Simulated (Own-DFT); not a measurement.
InAs (zincblende, strongly disordered by large displacements) (calculated)

A calculation, not a measurement: plane-wave PBE density functional theory by an unreviewed code, no spin, of a simulated periodic cell, stress positive in tension, free energy of the whole cell less one offset for each atom, forces on such cells passed a denser k mesh, this cell's mesh not checked; broken bonds can close the gap or carry spin, so checks made on this kind of crystal may not hold here; offsets are fitted by least squares, one for each functional and potential file, so energies compare only between cells with the same atoms and settings and are not formation energies; the far tail of each file's local potential was reset to the Coulomb form; each entry is a single point on an unrelaxed cell, so the pressure reflects the starting lattice, mostly measured values (interpolated for alloys), from which strain is counted, and rises with the displacements; printed positions are rounded, which can move forces by about a meV/angstrom; the program, named Own-DFT, is a retired in-house code; no spin-orbit coupling. Program: Own-DFT development build.

Settings shared by all entries: functional PBE; potential files PseudoDojo norm-conserving, scalar-relativistic, standard set; wave cutoff 42 hartree; occupations Fermi-Dirac; smearing width 0.1 eV; hardware one NVIDIA H200; k mesh 3 x 3 x 3 centred on Gamma.

```yaml
- entry: 1
  formula: InAs
  kind: "zincblende, strongly disordered by large displacements"
  structure:
    cell_angstrom: [[12.1166, 0.0, 0.0], [0.0, 12.1166, 0.0], [0.0, 0.0, 12.1166]]
    atoms_fractional:
      - [In, 0.00075, 0.97121, 0.94711]
      - [In, 0.98617, 0.25254, 0.23403]
      - [In, 0.29426, 0.01394, 0.2515]
      - [In, 0.2115, 0.28725, 0.00296]
      - [As, 0.07997, 0.14185, 0.14909]
      - [As, 0.09706, 0.3753, 0.39005]
      - [As, 0.34499, 0.13075, 0.36126]
      - [As, 0.41158, 0.35348, 0.07992]
      - [In, 0.01415, 0.02603, 0.46136]
      - [In, 0.97035, 0.23909, 0.80467]
      - [In, 0.23644, 0.98131, 0.71423]
      - [In, 0.21294, 0.2898, 0.51989]
      - [As, 0.1239, 0.10218, 0.64852]
      - [As, 0.11569, 0.38178, 0.86493]
      - [As, 0.42048, 0.10431, 0.87516]
      - [As, 0.33931, 0.40818, 0.66159]
      - [In, 0.00841, 0.51438, 0.9797]
      - [In, 0.0272, 0.8101, 0.25565]
      - [In, 0.26721, 0.48056, 0.19109]
      - [In, 0.29759, 0.74146, 0.97364]
      - [As, 0.10354, 0.65901, 0.15817]
      - [As, 0.15054, 0.86193, 0.35218]
      - [As, 0.34415, 0.62022, 0.40173]
      - [As, 0.37521, 0.90463, 0.08888]
      - [In, 0.01327, 0.48831, 0.5593]
      - [In, 0.99887, 0.75614, 0.69526]
      - [In, 0.24753, 0.46977, 0.79621]
      - [In, 0.25278, 0.72466, 0.53978]
      - [As, 0.11182, 0.61755, 0.5992]
      - [As, 0.18056, 0.90964, 0.892]
      - [As, 0.365, 0.61875, 0.84824]
      - [As, 0.41656, 0.90969, 0.64685]
      - [In, 0.47273, 0.98891, 0.98093]
      - [In, 0.47201, 0.26409, 0.20693]
      - [In, 0.7671, 0.9575, 0.24726]
      - [In, 0.75345, 0.26752, 0.99062]
      - [As, 0.63127, 0.1178, 0.13224]
      - [As, 0.6383, 0.41021, 0.41161]
      - [As, 0.85547, 0.14385, 0.33625]
      - [As, 0.86827, 0.35687, 0.15063]
      - [In, 0.45838, 0.98084, 0.48919]
      - [In, 0.52628, 0.24943, 0.75541]
      - [In, 0.77189, 0.9699, 0.7229]
      - [In, 0.71913, 0.24376, 0.50049]
      - [As, 0.61111, 0.14041, 0.57742]
      - [As, 0.63917, 0.38906, 0.81492]
      - [As, 0.84813, 0.13775, 0.85998]
      - [As, 0.87564, 0.34089, 0.57382]
      - [In, 0.47753, 0.4922, 0.01157]
      - [In, 0.49714, 0.77452, 0.20861]
      - [In, 0.7492, 0.48335, 0.24055]
      - [In, 0.76326, 0.77137, 0.01999]
      - [As, 0.66001, 0.65179, 0.10222]
      - [As, 0.6316, 0.88769, 0.44432]
      - [As, 0.8883, 0.58948, 0.39429]
      - [As, 0.89773, 0.82652, 0.10449]
      - [In, 0.47564, 0.49239, 0.49925]
      - [In, 0.5376, 0.77301, 0.78319]
      - [In, 0.77188, 0.4817, 0.72898]
      - [In, 0.77586, 0.72381, 0.50867]
      - [As, 0.63713, 0.59857, 0.60157]
      - [As, 0.62348, 0.89745, 0.88754]
      - [As, 0.88144, 0.65061, 0.86454]
      - [As, 0.86752, 0.8433, 0.63403]
  results:
    "free_energy_of_cell_above_offsets [eV]": "43.401"
    "pressure [GPa]": 16.88
    "stress_xx [GPa]": -18.64
    "stress_yy [GPa]": -17.68
    "stress_zz [GPa]": -14.31
    "stress_yz [GPa]": 1.9
    "stress_xz [GPa]": 0.81
    "stress_xy [GPa]": -2.82
    force_element: [In, In, In, In, As, As, As, As, In, In, In, In, As, As, As, As, In, In, In, In, As, As, As, As, In, In, In, In, As, As, As, As, In, In, In, In, As, As, As, As, In, In, In, In, As, As, As, As, In, In, In, In, As, As, As, As, In, In, In, In, As, As, As, As]
    "force_x [eV/angstrom]": [-1.986, -0.162, -4.957, 1.1, 8.149, -0.58, 3.942, -8.641, 0.037, 8.224, 4.266, 1.523, -4.944, -7.804, -5.551, 5.592, -1.282, -9.83, -1.77, -3.095, 2.201, 9.798, 1.218, -6.657, -6.457, 7.881, 1.192, 2.586, 4.476, 0.648, 3.554, -1.816, 10.27, 5.699, -0.949, -1.833, -0.196, -0.181, -1.455, -3.027, 0.824, -2.314, -3.974, 6.223, -7.256, -1.898, -7.27, 1.658, 5.99, 0.839, -1.164, -5.491, -5.796, 2.054, 0.324, 8.413, -1.099, -1.991, 4.088, -1.643, -0.891, 5.037, 0.05, -3.898]
    "force_y [eV/angstrom]": [1.071, 4.606, -7.53, -3.373, -8.143, 1.269, 8.534, -3.013, 0.061, 6.251, -3.375, -2.158, 5.856, -3.485, 10.49, -4.346, 1.679, -2.99, 1.395, 1.889, -3.857, 5.006, -0.938, -6.245, -7.945, -5.078, 6.318, 4.115, 6.244, -1.466, -0.666, -3.823, -1.21, -7.798, 0.602, 0.218, 0.223, 0.08, -2.232, 3.997, 4.048, -2.785, 4.784, 4.766, -7.938, -0.05, -8.589, 0.24, 10.58, -0.833, 2.642, 0.445, -6.168, -0.917, 0.311, 5.348, 0.477, -4.731, 3.024, -0.899, 0.597, 2.096, -0.948, 4.273]
    "force_z [eV/angstrom]": [1.328, 8.205, -7.194, 3.045, -7.233, -2.573, 7.609, -5.097, 0.17, -5.912, 1.632, 2.011, -3.199, 1.251, -9.063, -7.456, 2.229, -4.87, 1.826, 3.236, -3.225, 8.783, -3.582, 7.757, -3.793, 5.641, 1.224, -0.231, 4.825, 0.635, -1.159, 5.951, 2.282, 10.68, 0.557, 0.854, -0.463, -1.832, 2.265, -5.572, -6.201, -1.601, 2.495, -5.997, 6.215, 5.739, 3.389, 2.841, -5.861, 1.694, 1.271, -9.7, 3.888, -2.251, -1.221, 4.524, 1.0, -4.273, -2.487, -2.185, 1.495, 2.071, -0.723, -5.658]
    "wall_time [s]": 1229.0
- entry: 2
  formula: InAs
  kind: "zincblende, strongly disordered by large displacements"
  structure:
    cell_angstrom: [[12.1166, 0.0, 0.0], [0.0, 12.1166, 0.0], [0.0, 0.0, 12.1166]]
    atoms_fractional:
      - [In, 0.00845, 0.99332, 0.02334]
      - [In, 0.00281, 0.24563, 0.22519]
      - [In, 0.25278, 0.00856, 0.2535]
      - [In, 0.268, 0.24318, 0.01769]
      - [As, 0.09896, 0.11632, 0.1086]
      - [As, 0.12501, 0.35975, 0.38472]
      - [As, 0.38573, 0.12501, 0.36838]
      - [As, 0.37594, 0.39735, 0.12509]
      - [In, 0.99159, 0.98394, 0.48901]
      - [In, 0.00693, 0.26686, 0.74216]
      - [In, 0.25919, 0.00414, 0.78232]
      - [In, 0.21222, 0.24761, 0.52861]
      - [As, 0.12571, 0.11063, 0.64275]
      - [As, 0.12872, 0.3607, 0.87695]
      - [As, 0.38409, 0.16714, 0.88949]
      - [As, 0.37162, 0.39677, 0.60778]
      - [In, 0.00134, 0.49633, 0.99158]
      - [In, 0.99979, 0.75792, 0.26414]
      - [In, 0.23852, 0.49869, 0.22532]
      - [In, 0.23431, 0.74747, 0.99146]
      - [As, 0.10116, 0.60171, 0.11624]
      - [As, 0.14248, 0.89885, 0.37966]
      - [As, 0.36086, 0.60211, 0.40246]
      - [As, 0.37868, 0.87547, 0.11729]
      - [In, 0.01572, 0.47808, 0.50999]
      - [In, 0.99419, 0.73969, 0.74002]
      - [In, 0.24551, 0.50593, 0.71928]
      - [In, 0.25311, 0.72736, 0.48117]
      - [As, 0.1363, 0.58643, 0.6111]
      - [As, 0.11581, 0.86611, 0.86824]
      - [As, 0.36043, 0.64381, 0.87989]
      - [As, 0.40118, 0.84523, 0.58704]
      - [In, 0.49815, 0.99584, 0.99357]
      - [In, 0.49747, 0.24517, 0.25279]
      - [In, 0.76428, 0.0026, 0.23841]
      - [In, 0.73867, 0.25648, 0.00318]
      - [As, 0.63749, 0.14426, 0.1093]
      - [As, 0.62192, 0.37236, 0.38537]
      - [As, 0.86077, 0.11582, 0.40204]
      - [As, 0.88583, 0.36519, 0.08618]
      - [In, 0.46682, 0.98126, 0.48042]
      - [In, 0.49539, 0.26749, 0.72907]
      - [In, 0.74357, 0.99665, 0.75383]
      - [In, 0.74837, 0.2635, 0.49215]
      - [As, 0.63393, 0.11968, 0.64034]
      - [As, 0.61762, 0.37339, 0.86873]
      - [As, 0.86772, 0.11549, 0.89125]
      - [As, 0.88937, 0.38059, 0.60888]
      - [In, 0.49856, 0.4778, 0.0108]
      - [In, 0.44475, 0.74272, 0.24284]
      - [In, 0.76472, 0.5096, 0.25654]
      - [In, 0.74087, 0.74454, 0.9959]
      - [As, 0.61369, 0.6173, 0.11549]
      - [As, 0.65024, 0.87557, 0.36016]
      - [As, 0.8709, 0.62, 0.36074]
      - [As, 0.86484, 0.898, 0.13831]
      - [In, 0.51424, 0.51586, 0.50962]
      - [In, 0.49531, 0.75842, 0.74556]
      - [In, 0.75242, 0.50112, 0.74238]
      - [In, 0.74471, 0.72984, 0.51992]
      - [As, 0.60274, 0.63574, 0.6214]
      - [As, 0.66596, 0.87539, 0.88614]
      - [As, 0.87128, 0.651, 0.84757]
      - [As, 0.87438, 0.88212, 0.60103]
  results:
    "free_energy_of_cell_above_offsets [eV]": "-1.701"
    "pressure [GPa]": 8.89
    "stress_xx [GPa]": -8.84
    "stress_yy [GPa]": -9.23
    "stress_zz [GPa]": -8.62
    "stress_yz [GPa]": 0.68
    "stress_xz [GPa]": 1.11
    "stress_xy [GPa]": -0.93
    force_element: [In, In, In, In, As, As, As, As, In, In, In, In, As, As, As, As, In, In, In, In, As, As, As, As, In, In, In, In, As, As, As, As, In, In, In, In, As, As, As, As, In, In, In, In, As, As, As, As, In, In, In, In, As, As, As, As, In, In, In, In, As, As, As, As]
    "force_x [eV/angstrom]": [-4.244, -1.415, 0.512, -3.382, 7.007, 0.07, -2.228, -1.416, 2.015, -1.098, 0.531, 2.55, -1.112, 1.384, 2.188, 0.428, -0.976, 0.172, -0.528, -0.78, 1.297, -0.501, 2.012, -2.397, -0.688, 2.966, 4.768, -3.593, -4.459, -0.47, 1.863, -2.944, 1.387, 1.275, -4.543, 1.89, -3.391, -0.777, 0.523, -0.799, 4.24, 0.366, 2.441, 0.446, -1.833, 0.588, 0.821, -3.645, 2.314, 2.852, -3.121, 1.907, 0.372, -2.15, 2.864, 4.379, -0.786, 0.16, -0.348, 1.364, 2.471, -4.762, -2.413, -1.625]
    "force_y [eV/angstrom]": [-5.272, 0.978, 0.894, 1.443, 4.682, 0.123, 1.046, -3.825, 2.063, -1.847, 0.218, 0.184, -1.434, 1.356, -3.358, -2.269, -0.327, 0.568, 0.195, 0.463, 3.964, -2.846, -2.892, 1.409, 1.535, 2.251, -3.254, 3.995, 7.719, 0.875, -2.394, -1.737, 1.001, 1.008, 5.264, 1.556, -3.624, 1.647, 0.781, 0.51, 2.253, -0.548, 0.896, -1.328, 1.3, 0.58, 0.54, -1.654, 2.686, -1.877, -3.333, -2.598, 0.514, -1.0, 2.213, -6.418, -3.177, 0.541, -0.019, 1.554, 0.418, 1.541, -3.335, -2.396]
    "force_z [eV/angstrom]": [-5.501, 2.581, -2.173, 2.028, 3.614, -3.289, 0.858, 2.37, -0.332, 0.77, -0.527, -0.77, 0.483, 0.153, -2.634, -0.38, -3.798, -0.791, 2.929, 1.783, 1.914, 0.394, -5.147, -1.196, -4.022, -3.598, 8.169, 2.554, -3.298, 0.262, -1.725, 2.814, -0.561, -1.269, 4.269, -3.698, 3.618, -1.703, -2.374, 2.81, -1.759, -0.309, -0.699, 2.022, -2.125, -0.363, -0.929, 2.413, -3.742, 2.137, -3.511, 3.027, 1.415, 0.907, 4.257, -4.318, -2.578, 2.758, -0.073, -2.536, 3.325, -1.554, 3.53, 3.119]
    "wall_time [s]": 1162.0
- entry: 3
  formula: InAs
  kind: "zincblende, strongly disordered by large displacements"
  structure:
    cell_angstrom: [[12.1166, 0.0, 0.0], [0.0, 12.1166, 0.0], [0.0, 0.0, 12.1166]]
    atoms_fractional:
      - [In, 0.00138, 0.99155, 0.99846]
      - [In, 0.94895, 0.25715, 0.25543]
      - [In, 0.26683, 0.00772, 0.24135]
      - [In, 0.23002, 0.26937, 0.00027]
      - [As, 0.10621, 0.10462, 0.14467]
      - [As, 0.12721, 0.38851, 0.37033]
      - [As, 0.36541, 0.13241, 0.36731]
      - [As, 0.40304, 0.38556, 0.13071]
      - [In, 0.00706, 0.98816, 0.47909]
      - [In, 0.01285, 0.24154, 0.77329]
      - [In, 0.23057, 0.00873, 0.7522]
      - [In, 0.24373, 0.26255, 0.49484]
      - [As, 0.11468, 0.12492, 0.6234]
      - [As, 0.13761, 0.38933, 0.85758]
      - [As, 0.36371, 0.10686, 0.87861]
      - [As, 0.39636, 0.35687, 0.62376]
      - [In, 0.96727, 0.50683, 0.02318]
      - [In, 0.98135, 0.76838, 0.24287]
      - [In, 0.24194, 0.49359, 0.26622]
      - [In, 0.2405, 0.71825, 0.00794]
      - [As, 0.15354, 0.62971, 0.17469]
      - [As, 0.12469, 0.87558, 0.36312]
      - [As, 0.38072, 0.60899, 0.37025]
      - [As, 0.36448, 0.86474, 0.14074]
      - [In, 0.97771, 0.50154, 0.50355]
      - [In, 0.98821, 0.72785, 0.7706]
      - [In, 0.24281, 0.51687, 0.73895]
      - [In, 0.23522, 0.75651, 0.49409]
      - [As, 0.14756, 0.64014, 0.64081]
      - [As, 0.11405, 0.85701, 0.87355]
      - [As, 0.36598, 0.63883, 0.86639]
      - [As, 0.356, 0.87622, 0.6231]
      - [In, 0.49042, 0.02536, 0.01298]
      - [In, 0.45857, 0.27315, 0.24713]
      - [In, 0.74982, 0.98241, 0.25354]
      - [In, 0.7355, 0.24861, 0.99386]
      - [As, 0.6171, 0.1119, 0.14729]
      - [As, 0.61708, 0.3609, 0.36244]
      - [As, 0.89927, 0.10658, 0.39425]
      - [As, 0.86553, 0.3529, 0.12706]
      - [In, 0.49797, 0.01642, 0.49464]
      - [In, 0.50475, 0.26468, 0.74039]
      - [In, 0.71943, 0.00713, 0.74577]
      - [In, 0.76295, 0.27675, 0.48865]
      - [As, 0.60411, 0.06511, 0.62429]
      - [As, 0.6213, 0.40028, 0.87336]
      - [As, 0.88342, 0.11823, 0.86532]
      - [As, 0.87189, 0.36583, 0.63673]
      - [In, 0.51351, 0.50516, 0.0033]
      - [In, 0.47604, 0.73231, 0.26467]
      - [In, 0.74925, 0.47788, 0.25125]
      - [In, 0.7473, 0.76023, 0.99496]
      - [As, 0.62249, 0.61441, 0.10618]
      - [As, 0.64202, 0.86287, 0.35807]
      - [As, 0.87571, 0.60677, 0.38574]
      - [As, 0.86972, 0.90187, 0.12042]
      - [In, 0.49192, 0.51495, 0.48368]
      - [In, 0.5165, 0.74767, 0.7678]
      - [In, 0.74011, 0.48292, 0.74587]
      - [In, 0.75069, 0.7651, 0.50423]
      - [As, 0.63801, 0.6205, 0.61777]
      - [As, 0.61861, 0.87607, 0.89059]
      - [As, 0.86506, 0.6067, 0.87785]
      - [As, 0.85136, 0.86618, 0.64261]
  results:
    "free_energy_of_cell_above_offsets [eV]": "-3.614"
    "pressure [GPa]": 8.58
    "stress_xx [GPa]": -7.98
    "stress_yy [GPa]": -7.8
    "stress_zz [GPa]": -9.97
    "stress_yz [GPa]": 3.87
    "stress_xz [GPa]": -3.48
    "stress_xy [GPa]": 1.0
    force_element: [In, In, In, In, As, As, As, As, In, In, In, In, As, As, As, As, In, In, In, In, As, As, As, As, In, In, In, In, As, As, As, As, In, In, In, In, As, As, As, As, In, In, In, In, As, As, As, As, In, In, In, In, As, As, As, As, In, In, In, In, As, As, As, As]
    "force_x [eV/angstrom]": [1.213, 4.716, -1.461, 1.025, 0.03, -3.599, 0.382, -5.322, 2.287, 0.336, 0.225, -0.021, -0.013, -1.643, -0.156, -3.672, 2.479, 0.33, 4.146, -0.213, -3.994, 0.8, -4.641, 0.967, 3.405, 0.155, 3.781, 1.068, -4.355, 0.867, 1.127, 1.304, 0.01, 4.116, 0.648, -0.345, 0.37, -0.453, -5.415, -2.274, -4.955, 2.521, 5.041, -0.477, 0.635, -0.708, -2.184, 1.427, -3.86, 3.219, -0.465, 0.825, 2.991, -3.367, -2.508, -0.037, 3.59, -0.618, 1.368, -0.112, -1.258, -0.474, -1.312, 2.51]
    "force_y [eV/angstrom]": [0.642, -3.583, -0.259, -1.577, 2.171, -2.805, 0.318, 5.561, -3.002, 0.851, -1.432, -0.71, 0.437, 0.171, 2.527, 3.781, -0.217, -1.331, -1.554, 1.697, 2.914, -0.466, 0.973, -0.735, -1.62, 0.915, -3.241, -0.167, 1.91, 0.495, -1.566, 0.217, -2.212, -6.89, 3.043, -1.239, 2.086, 0.399, 4.331, 2.974, -3.384, -3.797, -2.42, -2.069, 6.723, -3.612, -0.528, -0.235, -0.443, 2.665, 1.715, -0.978, 3.191, -1.487, 3.263, -2.608, -3.195, -0.104, 1.788, -1.568, 0.248, 1.833, 0.377, 0.821]
    "force_z [eV/angstrom]": [-1.254, 3.91, 0.202, 1.028, -0.558, 2.338, 1.377, -6.451, 4.951, -1.388, -0.27, 0.852, -0.847, 1.48, -0.316, -3.505, 0.535, 0.616, -1.016, 0.135, -3.049, -1.065, 0.445, -1.911, 2.694, -1.683, 1.394, -0.283, -2.846, 0.843, 0.525, 0.031, 0.314, 5.657, 0.393, -0.311, -0.043, 0.906, -2.92, -4.081, -5.849, 3.319, 4.787, -0.196, 1.479, 0.545, 1.051, 0.52, -2.29, -2.694, -0.245, 0.89, 3.975, 1.606, -3.18, -1.003, 3.802, -2.04, -1.605, -0.868, 0.22, 0.063, 0.169, 0.718]
    "wall_time [s]": 1182.0
- entry: 4
  formula: InAs
  kind: "zincblende, strongly disordered by large displacements"
  structure:
    cell_angstrom: [[12.1166, 0.0, 0.0], [0.0, 12.1166, 0.0], [0.0, 0.0, 12.1166]]
    atoms_fractional:
      - [In, 0.99969, 0.021, 0.02865]
      - [In, 0.97465, 0.23536, 0.26975]
      - [In, 0.25198, 0.98151, 0.26497]
      - [In, 0.23153, 0.24455, 0.01221]
      - [As, 0.12133, 0.12884, 0.10701]
      - [As, 0.12286, 0.35614, 0.39994]
      - [As, 0.38384, 0.1402, 0.3685]
      - [As, 0.36902, 0.3642, 0.12578]
      - [In, 0.0134, 0.00723, 0.47659]
      - [In, 0.99566, 0.27252, 0.77455]
      - [In, 0.23729, 0.00798, 0.75416]
      - [In, 0.25877, 0.28654, 0.5224]
      - [As, 0.13724, 0.12558, 0.61224]
      - [As, 0.1403, 0.40753, 0.86848]
      - [As, 0.3851, 0.11863, 0.9001]
      - [As, 0.40674, 0.36953, 0.61837]
      - [In, 0.00927, 0.49606, 0.98569]
      - [In, 0.00031, 0.75235, 0.2416]
      - [In, 0.24841, 0.48816, 0.23691]
      - [In, 0.26088, 0.79012, 0.97352]
      - [As, 0.11926, 0.6428, 0.14624]
      - [As, 0.12763, 0.87541, 0.38676]
      - [As, 0.36711, 0.62971, 0.36013]
      - [As, 0.3558, 0.86876, 0.12621]
      - [In, 0.97716, 0.4892, 0.487]
      - [In, 0.98832, 0.75865, 0.71929]
      - [In, 0.26172, 0.49098, 0.74394]
      - [In, 0.25363, 0.76064, 0.48037]
      - [As, 0.12708, 0.63546, 0.62102]
      - [As, 0.11077, 0.87956, 0.86266]
      - [As, 0.37188, 0.60023, 0.86013]
      - [As, 0.4053, 0.88369, 0.62024]
      - [In, 0.46558, 0.97822, 0.97995]
      - [In, 0.50642, 0.25898, 0.24816]
      - [In, 0.78827, 0.00254, 0.25113]
      - [In, 0.77125, 0.27239, 0.99856]
      - [As, 0.63642, 0.11189, 0.12771]
      - [As, 0.58836, 0.35904, 0.37681]
      - [As, 0.90284, 0.11833, 0.38714]
      - [As, 0.86731, 0.36479, 0.15099]
      - [In, 0.47182, 0.01194, 0.50629]
      - [In, 0.48925, 0.24392, 0.76]
      - [In, 0.75342, 0.02225, 0.74396]
      - [In, 0.75661, 0.23384, 0.52743]
      - [As, 0.63687, 0.10945, 0.61171]
      - [As, 0.62346, 0.36917, 0.87574]
      - [As, 0.87496, 0.12932, 0.86258]
      - [As, 0.91293, 0.36769, 0.60396]
      - [In, 0.50338, 0.50966, 0.00272]
      - [In, 0.50468, 0.76113, 0.23999]
      - [In, 0.74197, 0.51356, 0.26564]
      - [In, 0.76164, 0.73343, 0.01398]
      - [As, 0.65701, 0.64318, 0.14689]
      - [As, 0.64379, 0.88031, 0.3944]
      - [As, 0.85795, 0.63039, 0.37884]
      - [As, 0.8891, 0.87988, 0.11738]
      - [In, 0.48728, 0.50541, 0.53418]
      - [In, 0.52683, 0.76033, 0.77567]
      - [In, 0.75521, 0.48312, 0.76434]
      - [In, 0.76441, 0.73715, 0.49593]
      - [As, 0.61379, 0.61218, 0.60605]
      - [As, 0.61998, 0.88664, 0.89699]
      - [As, 0.88827, 0.6559, 0.90892]
      - [As, 0.86536, 0.89413, 0.61677]
  results:
    "free_energy_of_cell_above_offsets [eV]": "-0.626"
    "pressure [GPa]": 9.04
    "stress_xx [GPa]": -8.7
    "stress_yy [GPa]": -9.7
    "stress_zz [GPa]": -8.73
    "stress_yz [GPa]": 1.73
    "stress_xz [GPa]": 0.08
    "stress_xy [GPa]": -1.0
    force_element: [In, In, In, In, As, As, As, As, In, In, In, In, As, As, As, As, In, In, In, In, As, As, As, As, In, In, In, In, As, As, As, As, In, In, In, In, As, As, As, As, In, In, In, In, As, As, As, As, In, In, In, In, As, As, As, As, In, In, In, In, As, As, As, As]
    "force_x [eV/angstrom]": [-2.845, 3.963, 0.378, 2.818, 1.219, -1.189, -1.845, 0.751, 2.408, 1.405, 1.354, -0.409, -0.337, -0.651, -3.843, -2.632, -1.433, -1.876, -1.272, -1.359, 2.873, -1.588, 0.893, 1.717, 3.222, 0.192, 0.02, 1.889, 0.334, -0.871, 1.879, -3.035, 2.426, -0.943, -2.377, -1.586, -0.114, 4.183, -6.619, 0.783, 2.539, 1.389, -0.43, 1.371, -3.659, -0.467, 0.942, -3.782, 0.349, 0.522, -0.641, -2.677, -3.938, -0.903, 4.395, -0.876, -0.814, -1.409, 0.771, -3.27, 5.163, 3.551, 3.518, 0.472]
    "force_y [eV/angstrom]": [-2.858, 3.505, 2.489, 2.905, 0.699, 1.545, -0.449, 0.361, -2.342, -0.458, -0.192, -3.114, 1.096, -3.608, 4.949, -3.384, 1.582, 1.504, 0.768, -2.939, -3.054, -0.742, -0.836, 0.272, 4.894, -0.118, 0.483, -1.428, -1.192, 0.454, 3.733, -3.774, -2.606, -3.651, -0.082, -2.067, 0.543, 4.003, 0.249, 2.21, 2.347, -1.22, -2.04, 2.52, -0.031, 0.003, 0.444, -3.659, -0.337, 0.311, -3.854, 4.19, -0.585, 0.66, -1.717, -0.915, 1.947, -2.159, 1.431, 2.936, 4.048, -0.127, -3.054, -0.487]
    "force_z [eV/angstrom]": [-4.631, -3.595, -0.237, -2.822, 6.179, -3.121, 0.247, -1.105, 4.802, -1.049, -0.425, -0.502, 0.817, 1.188, -3.27, 4.092, 3.095, 2.683, 1.428, -1.279, -3.361, -2.1, 0.358, 0.955, -3.269, 1.285, -3.975, 2.506, -0.843, 0.43, 2.136, 3.559, 4.176, -4.415, 0.567, -0.201, -0.547, 4.505, 1.061, -0.341, -3.171, 0.199, 1.215, -2.239, 0.731, 0.854, 2.253, 4.721, 0.64, 1.553, 0.85, 0.663, -0.527, -1.349, -2.445, 0.233, -6.865, -2.439, -1.432, 3.442, 3.905, 0.079, -5.106, -0.751]
    "wall_time [s]": 1156.0
```
